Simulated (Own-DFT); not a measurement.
## Calculated data, Hf₃₆O₇₁ (tetragonal hafnia with one neutral oxygen vacancy, atoms displaced)

All values are calculated (Own-DFT development build). A calculation, not a measurement: plane-wave PBE and HSE06 DFT by an unreviewed code, no spin, of a simulated cell at Gamma alone, so results move with cell size and shape, stress positive in tension, energies less offsets, not probed for a lower state with spin; hafnium file: forces about 75 meV/angstrom off all-electron values; oxygen file: force components 24 meV/angstrom off all-electron in a glass; k mesh not checked against a denser one; forces and stress are PBE's, HSE06 gives the energy alone, and its difference from PBE has offsets of its own; offsets are fitted by least squares, one for each functional and potential file, so energies compare only between cells with the same atoms and settings and are not formation energies; the far tail of each file's local potential was reset to the Coulomb form; each entry is a single point on an unrelaxed cell, so the pressure reflects the starting lattice, taken from the Materials Project, from which strain is counted, and rises with the displacements; printed positions are rounded, which can move forces by about a meV/angstrom; the program is a retired in-house code; no spin-orbit coupling.

Settings shared by all entries: first functional PBE; second functional HSE06; exact exchange share 0.25; screening 0.11 1/bohr; exchange divergence Gygi-Baldereschi; potential files PseudoDojo norm-conserving, scalar-relativistic, made for PBE, standard set; wave cutoff 48 hartree; occupations fixed; k mesh 1 x 1 x 1 centred on Gamma.

(1) Hf₃₆O₇₁ (tetragonal hafnia with one neutral oxygen vacancy, atoms displaced)

```cif
# cell vector a (Å): 10.7800 0.0000 0.0000
# cell vector b (Å): 0.0000 10.7800 0.0000
# cell vector c (Å): 0.0000 0.0000 10.4493
data_Hf36O71
_symmetry_space_group_name_H-M 'P 1'
_symmetry_Int_Tables_number 1
_cell_length_a 10.7800
_cell_length_b 10.7800
_cell_length_c 10.4493
_cell_angle_alpha 90.000
_cell_angle_beta 90.000
_cell_angle_gamma 90.000
_cell_volume 1214.30
loop_
_atom_site_label
_atom_site_type_symbol
_atom_site_fract_x
_atom_site_fract_y
_atom_site_fract_z
_atom_site_occupancy
Hf1 Hf 0.99849 0.00619 0.99800 1
Hf2 Hf 0.16934 0.16397 0.24194 1
O1 O 0.99248 0.16289 0.15568 1
O2 O 0.16706 0.01265 0.34477 1
O3 O 0.00164 0.16589 0.40501 1
O4 O 0.15473 0.99378 0.10115 1
Hf3 Hf 0.00313 0.99322 0.50308 1
Hf4 Hf 0.16461 0.15435 0.74597 1
O5 O 0.00535 0.17241 0.65148 1
O6 O 0.16569 0.99986 0.85027 1
O7 O 0.99577 0.17654 0.89838 1
O8 O 0.16218 0.00156 0.59489 1
Hf5 Hf 0.99455 0.33142 0.99470 1
Hf6 Hf 0.17001 0.50026 0.25546 1
O9 O 0.99987 0.49688 0.16107 1
O10 O 0.16189 0.33261 0.35070 1
O11 O 0.00183 0.49230 0.40517 1
O12 O 0.16579 0.34096 0.09564 1
Hf7 Hf 0.00280 0.32472 0.50149 1
Hf8 Hf 0.16609 0.49824 0.74411 1
O13 O 0.00530 0.49916 0.64627 1
O14 O 0.17312 0.32778 0.84506 1
O15 O 0.00994 0.49675 0.89086 1
O16 O 0.17699 0.33185 0.60595 1
Hf9 Hf 0.99475 0.66612 0.00265 1
Hf10 Hf 0.17080 0.83264 0.25528 1
O17 O 0.00083 0.83105 0.14085 1
O18 O 0.16528 0.66257 0.34655 1
O19 O 0.99786 0.83072 0.40495 1
O20 O 0.17480 0.66581 0.10247 1
Hf11 Hf 0.99139 0.67106 0.49952 1
Hf12 Hf 0.16952 0.83392 0.74135 1
O21 O 0.99903 0.82910 0.65814 1
O22 O 0.16658 0.67168 0.84459 1
O23 O 0.00018 0.83663 0.89570 1
O24 O 0.16319 0.66490 0.60147 1
Hf13 Hf 0.34305 0.99176 0.00051 1
Hf14 Hf 0.50256 0.16457 0.24299 1
O25 O 0.33225 0.16254 0.15820 1
O26 O 0.49867 0.99713 0.35070 1
O27 O 0.33622 0.16952 0.39622 1
O28 O 0.51019 0.00125 0.09786 1
Hf15 Hf 0.34278 0.00599 0.50149 1
Hf16 Hf 0.49302 0.16698 0.75083 1
O29 O 0.33268 0.16788 0.65446 1
O30 O 0.51104 0.99877 0.84386 1
O31 O 0.32656 0.16272 0.90313 1
O32 O 0.50030 0.00471 0.60114 1
Hf17 Hf 0.33519 0.34039 0.00570 1
Hf18 Hf 0.50056 0.50282 0.24862 1
O33 O 0.33333 0.49045 0.15686 1
O34 O 0.51057 0.32718 0.34582 1
O35 O 0.32865 0.50247 0.40837 1
O36 O 0.49288 0.33447 0.09655 1
Hf19 Hf 0.32965 0.34170 0.49785 1
Hf20 Hf 0.49708 0.50202 0.74538 1
O37 O 0.33372 0.50186 0.65466 1
O38 O 0.49593 0.32537 0.84145 1
O39 O 0.33037 0.49777 0.89907 1
O40 O 0.50118 0.33349 0.59156 1
Hf21 Hf 0.33275 0.68113 0.00327 1
Hf22 Hf 0.49503 0.83383 0.24985 1
O41 O 0.33417 0.83063 0.15602 1
O42 O 0.50659 0.67246 0.34895 1
O43 O 0.33453 0.83604 0.40258 1
O44 O 0.50607 0.66724 0.09314 1
Hf23 Hf 0.33825 0.66797 0.49993 1
Hf24 Hf 0.50308 0.83459 0.74938 1
O45 O 0.33294 0.83215 0.64448 1
O46 O 0.50429 0.66727 0.85186 1
O47 O 0.33949 0.84076 0.90603 1
O48 O 0.50325 0.66197 0.59837 1
Hf25 Hf 0.67170 0.00057 0.00963 1
Hf26 Hf 0.83014 0.16174 0.25301 1
O49 O 0.67250 0.16371 0.14895 1
O50 O 0.83673 0.99167 0.34968 1
O51 O 0.66904 0.16456 0.40493 1
O52 O 0.83355 0.99525 0.09278 1
Hf27 Hf 0.66534 0.00277 0.50351 1
Hf28 Hf 0.83387 0.16610 0.75010 1
O53 O 0.83039 0.00174 0.85335 1
O54 O 0.66253 0.16639 0.90493 1
O55 O 0.83353 0.00063 0.60478 1
Hf29 Hf 0.66476 0.33188 0.00181 1
Hf30 Hf 0.82973 0.51105 0.24667 1
O56 O 0.66330 0.50179 0.14464 1
O57 O 0.83258 0.33632 0.35050 1
O58 O 0.67333 0.50364 0.39646 1
O59 O 0.82991 0.34132 0.10178 1
Hf31 Hf 0.66485 0.33263 0.49865 1
Hf32 Hf 0.83496 0.50521 0.74820 1
O60 O 0.66118 0.49453 0.65521 1
O61 O 0.83992 0.33632 0.85064 1
O62 O 0.65812 0.50450 0.90548 1
O63 O 0.83252 0.33686 0.58680 1
Hf33 Hf 0.66907 0.66981 0.00025 1
Hf34 Hf 0.83058 0.83680 0.24500 1
O64 O 0.66680 0.83410 0.15214 1
O65 O 0.83155 0.67017 0.34800 1
O66 O 0.66609 0.82861 0.41057 1
O67 O 0.83487 0.66781 0.09314 1
Hf35 Hf 0.66756 0.66621 0.49431 1
Hf36 Hf 0.83858 0.83995 0.74804 1
O68 O 0.66968 0.83256 0.65813 1
O69 O 0.82751 0.66913 0.84556 1
O70 O 0.66968 0.83481 0.89274 1
O71 O 0.83718 0.65918 0.59214 1
```

* PBE energy of cell above offsets: -96.681 eV
* HSE06 less PBE above offsets: 0.128 eV
* PBE pressure: 2.11 GPa
* PBE stress xx: -3.59 GPa
* PBE stress yy: -0.21 GPa
* PBE stress zz: -2.55 GPa
* PBE stress yz: -0.19 GPa
* PBE stress xz: -0.18 GPa
* PBE stress xy: -0.05 GPa

Force:
```tsv
element	x (eV/Å)	y (eV/Å)	z (eV/Å)
Hf	0.458	-0.917	-0.581
Hf	-1.412	1.608	0.852
O	0.457	0.135	-0.819
O	-0.002	-3.028	0.723
O	-0.701	-1.503	-0.017
O	2.452	0.273	-0.248
Hf	-1.062	1.755	-1.199
Hf	1.386	3.078	1.433
O	-1.701	-0.424	0.031
O	-0.177	-1.095	-0.257
O	0.11	-2.515	0.008
O	1.445	-0.493	0.44
Hf	0.971	1.84	0.831
Hf	-1.851	-1.33	-0.567
O	-0.043	1.158	-1.011
O	0.925	-0.43	-0.239
O	-0.199	1.804	0.102
O	-0.334	-0.823	0.203
Hf	0.2	1.662	-0.396
Hf	-0.153	-0.714	1.612
O	-1.376	-0.14	0.633
O	-0.5	-0.079	-0.309
O	-0.903	0.986	1.439
O	-0.967	0.319	-1.18
Hf	2.403	0.431	-1.397
Hf	-1.787	0.403	-0.416
O	-0.337	-0.569	1.673
O	0.353	1.751	0.412
O	0.823	0.982	-0.78
O	-0.993	0.225	-0.344
Hf	2.444	-3.223	-0.292
Hf	-0.872	-1.172	1.344
O	0.72	0.406	-1.848
O	0.718	0.508	0.393
O	-0.508	-0.334	0.834
O	0.81	0.724	-1.165
Hf	-1.52	4.204	0.18
Hf	-0.761	0.635	1.416
O	1.185	-0.448	-1.239
O	0.17	0.359	-0.314
O	0.353	-0.044	1.038
O	-2.167	-0.265	0.853
Hf	-1.213	0.883	-0.851
Hf	1.06	-0.168	0.153
O	-0.167	-1.113	-0.898
O	-1.163	0.005	0.631
O	1.077	-1.031	1.002
O	0.498	-0.154	-0.271
Hf	-2.651	-0.39	-2.674
Hf	0.829	-0.924	-0.15
O	1.009	0.713	0.308
O	-0.24	1.343	-0.887
O	0.775	0.596	-1.171
O	2.475	-0.673	0.845
Hf	0.073	-2.173	0.72
Hf	0.335	-0.413	1.754
O	0.309	0.297	-1.201
O	0.192	1.677	0.579
O	0.522	1.335	1.078
O	-0.837	-0.324	0.284
Hf	0.151	-3.166	-1.395
Hf	1.679	-0.018	0.816
O	0.055	0.515	-0.872
O	-0.968	-0.993	-0.333
O	-0.375	-0.136	-0.477
O	-1.871	0.39	1.257
Hf	-1.255	0.284	1.255
Hf	1.191	-0.752	0.52
O	0.746	0.272	0.592
O	-0.839	0.801	-0.936
O	-0.061	-1.312	-1.29
O	-0.424	0.343	-0.295
Hf	0.041	-0.332	-3.591
Hf	1.289	2.064	1.352
O	-0.792	0.138	0.215
O	-0.439	0.909	-0.11
O	0.113	-0.853	0.004
O	0.611	-0.13	1.632
Hf	0.547	-0.436	0.273
Hf	-0.455	0.509	-0.003
O	0.514	0.695	-0.738
O	0.665	0.224	-0.082
O	0.34	0.384	-0.439
Hf	0.363	1.058	-0.8
Hf	0.668	-2.969	0.765
O	-0.186	0.189	1.005
O	-0.304	-0.915	-1.341
O	-0.802	-0.054	0.108
O	-0.115	-0.459	-0.813
Hf	0.8	0.653	-0.37
Hf	0.264	-0.853	-0.479
O	1.409	0.257	-0.414
O	-1.005	0.057	-0.765
O	0.552	-1.237	-0.128
O	-0.152	-0.675	1.682
Hf	-0.642	-0.2	-2.081
Hf	1.24	-0.569	0.1
O	-0.336	0.009	0.26
O	0.35	0.794	-0.428
O	0.039	1.633	-0.845
O	-0.583	-0.29	1.04
Hf	0.177	-0.702	1.217
Hf	-1.573	-0.094	1.951
O	-0.399	-0.022	-1.079
O	0.791	-0.463	0.003
O	-0.182	0.122	1.93
O	-1.777	0.148	1.045
```

(2) Hf₃₆O₇₁ (tetragonal hafnia with one neutral oxygen vacancy, atoms displaced)

```cif
# cell vector a (Å): 10.7800 0.0000 0.0000
# cell vector b (Å): 0.0000 10.7800 0.0000
# cell vector c (Å): 0.0000 0.0000 10.4493
data_Hf36O71
_symmetry_space_group_name_H-M 'P 1'
_symmetry_Int_Tables_number 1
_cell_length_a 10.7800
_cell_length_b 10.7800
_cell_length_c 10.4493
_cell_angle_alpha 90.000
_cell_angle_beta 90.000
_cell_angle_gamma 90.000
_cell_volume 1214.30
loop_
_atom_site_label
_atom_site_type_symbol
_atom_site_fract_x
_atom_site_fract_y
_atom_site_fract_z
_atom_site_occupancy
Hf1 Hf 0.00071 0.98923 0.00287 1
Hf2 Hf 0.16344 0.16724 0.26046 1
O1 O 0.99087 0.17494 0.15002 1
O2 O 0.15723 0.01975 0.34976 1
O3 O 0.99546 0.16647 0.39717 1
O4 O 0.16938 0.01677 0.10188 1
Hf3 Hf 0.02038 0.99755 0.49924 1
Hf4 Hf 0.16741 0.16457 0.74664 1
O5 O 0.00073 0.16469 0.65361 1
O6 O 0.16131 0.00558 0.86385 1
O7 O 0.00182 0.16358 0.90777 1
O8 O 0.16680 0.00654 0.59677 1
Hf5 Hf 0.99686 0.34076 0.00418 1
Hf6 Hf 0.16325 0.50365 0.24918 1
O9 O 0.00537 0.50587 0.15543 1
O10 O 0.16519 0.31990 0.35770 1
O11 O 0.99965 0.49072 0.40239 1
O12 O 0.17158 0.33735 0.10615 1
Hf7 Hf 0.01128 0.32397 0.48639 1
Hf8 Hf 0.16677 0.49026 0.74913 1
O13 O 0.01086 0.49557 0.65263 1
O14 O 0.16764 0.32614 0.84872 1
O15 O 0.00192 0.50084 0.91067 1
O16 O 0.16348 0.33485 0.58601 1
Hf9 Hf 0.98887 0.66670 0.00451 1
Hf10 Hf 0.17106 0.81550 0.25865 1
O17 O 0.00631 0.82875 0.16203 1
O18 O 0.16617 0.66446 0.35177 1
O19 O 0.99899 0.82237 0.39415 1
O20 O 0.17945 0.67381 0.09277 1
Hf11 Hf 0.99849 0.65179 0.50782 1
Hf12 Hf 0.17201 0.82588 0.74412 1
O21 O 0.98804 0.83101 0.65084 1
O22 O 0.17595 0.66932 0.86673 1
O23 O 0.99521 0.83311 0.89834 1
O24 O 0.16719 0.66798 0.59309 1
Hf13 Hf 0.34539 0.00918 0.00842 1
Hf14 Hf 0.49245 0.15647 0.25153 1
O25 O 0.32992 0.17569 0.16081 1
O26 O 0.32637 0.16484 0.39705 1
O27 O 0.50561 0.00822 0.10275 1
Hf15 Hf 0.32246 0.97641 0.50604 1
Hf16 Hf 0.48954 0.17602 0.75391 1
O28 O 0.32461 0.16202 0.65303 1
O29 O 0.50658 0.99846 0.84459 1
O30 O 0.32501 0.16019 0.89558 1
O31 O 0.49864 0.00243 0.59234 1
Hf17 Hf 0.33787 0.34177 0.99963 1
Hf18 Hf 0.49849 0.49245 0.24949 1
O32 O 0.33908 0.49531 0.15107 1
O33 O 0.49965 0.31849 0.36783 1
O34 O 0.33917 0.48915 0.40110 1
O35 O 0.49860 0.33224 0.11475 1
Hf19 Hf 0.34550 0.32973 0.49573 1
Hf20 Hf 0.49767 0.49385 0.73677 1
O36 O 0.34561 0.51718 0.65254 1
O37 O 0.51082 0.33092 0.83788 1
O38 O 0.33130 0.49543 0.89864 1
O39 O 0.49338 0.33122 0.58776 1
Hf21 Hf 0.34228 0.67232 0.98737 1
Hf22 Hf 0.49970 0.81219 0.25664 1
O40 O 0.32657 0.83909 0.15623 1
O41 O 0.50080 0.68567 0.36155 1
O42 O 0.34179 0.82036 0.38593 1
O43 O 0.50794 0.66298 0.08700 1
Hf23 Hf 0.32364 0.66573 0.48837 1
Hf24 Hf 0.50912 0.83819 0.74385 1
O44 O 0.33134 0.83362 0.63893 1
O45 O 0.50462 0.64327 0.84229 1
O46 O 0.34147 0.83937 0.90711 1
O47 O 0.50771 0.66374 0.61039 1
Hf25 Hf 0.67135 0.98786 0.99691 1
Hf26 Hf 0.81998 0.16430 0.25415 1
O48 O 0.68224 0.16740 0.15134 1
O49 O 0.83123 0.99342 0.35279 1
O50 O 0.65259 0.16146 0.40040 1
O51 O 0.84794 0.98717 0.10341 1
Hf27 Hf 0.67285 0.98877 0.50068 1
Hf28 Hf 0.83252 0.15499 0.74584 1
O52 O 0.65889 0.18082 0.65965 1
O53 O 0.83112 0.98865 0.85513 1
O54 O 0.66927 0.16868 0.89361 1
O55 O 0.84070 0.99611 0.59787 1
Hf29 Hf 0.67816 0.33147 0.00238 1
Hf30 Hf 0.81330 0.49793 0.23381 1
O56 O 0.65635 0.49422 0.16566 1
O57 O 0.82482 0.33406 0.33730 1
O58 O 0.67417 0.49681 0.40741 1
O59 O 0.83739 0.33789 0.08809 1
Hf31 Hf 0.66367 0.33438 0.49938 1
Hf32 Hf 0.84940 0.49237 0.75364 1
O60 O 0.65710 0.50492 0.64238 1
O61 O 0.83530 0.34223 0.84892 1
O62 O 0.65590 0.49265 0.89751 1
O63 O 0.82872 0.34386 0.59241 1
Hf33 Hf 0.66919 0.67604 0.00406 1
Hf34 Hf 0.83022 0.82284 0.24825 1
O64 O 0.67617 0.84156 0.16267 1
O65 O 0.82169 0.67599 0.34430 1
O66 O 0.66849 0.83261 0.40947 1
O67 O 0.84109 0.66912 0.10578 1
Hf35 Hf 0.67562 0.66794 0.50759 1
Hf36 Hf 0.82317 0.83550 0.74724 1
O68 O 0.66162 0.81926 0.63896 1
O69 O 0.84415 0.65879 0.83424 1
O70 O 0.67945 0.84387 0.89505 1
O71 O 0.83780 0.66933 0.59435 1
```

- PBE energy of cell above offsets: -83.485 eV
- HSE06 less PBE above offsets: 0.815 eV
- PBE pressure: 6.37 GPa
- PBE stress xx: -8.04 GPa
- PBE stress yy: -5.11 GPa
- PBE stress zz: -5.95 GPa
- PBE stress yz: 1.54 GPa
- PBE stress xz: -1.47 GPa
- PBE stress xy: 0.29 GPa

Force:
```tsv
element	x (eV/Å)	y (eV/Å)	z (eV/Å)
Hf	2.705	2.613	0.425
Hf	-0.688	1.272	-4.907
O	-0.121	0.513	1.033
O	0.374	-6.775	3.021
O	-0.425	-1.153	0.816
O	0.221	-0.752	-0.339
Hf	-5.408	-0.331	-2.676
Hf	-1.315	-0.603	2.62
O	-0.33	0.039	-0.682
O	0.597	-2.135	-3.164
O	-1.301	0.831	-0.502
O	0.851	-1.241	2.142
Hf	3.109	-4.328	0.083
Hf	0.641	-2.912	-0.85
O	-1.48	0.248	-0.453
O	-0.239	3.768	-0.662
O	0.417	1.728	-0.365
O	-0.304	1.009	-1.112
Hf	-2.207	0.297	1.158
Hf	2.41	0.066	1.072
O	-0.948	0.949	0.082
O	-0.074	1.575	-0.642
O	0.25	0.873	-1.507
O	2.102	0.565	2.436
Hf	4.619	1.434	-1.496
Hf	-1.701	3.875	-3.45
O	0.23	-0.744	-1.404
O	0.728	-2.383	1.271
O	1.411	0.361	2.188
O	-1.29	-0.835	1.747
Hf	-0.472	1.447	-1.745
Hf	-2.452	0.474	2.999
O	3.025	0.028	0.287
O	-0.303	0.094	-3.508
O	-0.02	-1.753	0.366
O	-0.227	0.474	1.113
Hf	-3.66	-0.402	0.3
Hf	0.311	-0.092	1.218
O	1.237	-0.636	-1.187
O	1.503	-1.197	1.152
O	0.913	0.11	-0.278
Hf	4.026	3.63	-2.532
Hf	0.991	-2.343	-1.207
O	1.502	0.427	-0.73
O	0.239	0.192	0.306
O	1.826	1.624	0.856
O	-0.328	-1.232	-0.103
Hf	-1.271	-1.603	1.386
Hf	-2.575	-2.104	2.257
O	-0.236	0.875	0.331
O	0.068	2.161	-3.041
O	-0.223	2.757	-0.791
O	1.106	0.194	-1.314
Hf	-3.446	-2.249	-1.204
Hf	3.043	0.277	1.066
O	-5.06	-0.68	-1.418
O	-1.433	0.535	1.837
O	-0.171	0.284	0.047
O	1.692	0.068	3.48
Hf	-1.606	-0.794	0.101
Hf	-0.481	7.584	-3.863
O	2.391	-0.426	-0.518
O	0.462	-7.81	2.279
O	-2.023	1.818	1.578
O	0.183	0.784	1.841
Hf	2.838	-2.473	2.277
Hf	-2.056	-1.591	-0.311
O	0.203	-0.374	0.781
O	-0.141	5.022	1.933
O	0.586	-0.043	-1.363
O	-1.592	1.439	-2.107
Hf	1.033	5.229	2.29
Hf	4.695	-1.712	1.863
O	-3.992	0.238	-2.314
O	-0.519	0.375	-0.196
O	0.75	-1.09	0.437
O	-2.919	0.083	-0.556
Hf	-0.081	2.489	-1.298
Hf	-0.392	1.075	0.738
O	1.188	-0.808	-0.55
O	-0.097	2.053	-0.968
O	0.58	-0.735	1.922
O	-1.207	0.489	1.139
Hf	-2.516	-1.082	-2.432
Hf	4.946	-0.506	5.106
O	-0.189	0.65	-3.52
O	-0.285	0.349	-0.272
O	-0.684	1.348	-1.71
O	-1.324	1.901	1.801
Hf	0.929	-0.992	0.507
Hf	-2.637	-0.324	-2.212
O	2.204	-0.727	0.558
O	0.27	-2.331	0.502
O	1.929	1.219	2.584
O	1.532	-0.352	0.212
Hf	-0.304	-2.087	-2.756
Hf	3.985	4.522	1.82
O	-3.738	-1.063	-3.071
O	-0.111	-4.428	1.014
O	-0.593	-0.355	-1.234
O	-3.632	-0.792	-0.578
Hf	-1.787	-2.019	-0.621
Hf	2.892	-0.663	-0.646
O	1.354	1.922	1.937
O	-0.885	1.554	1.981
O	-1.663	-5.028	-0.515
O	0.066	-0.713	0.581
```
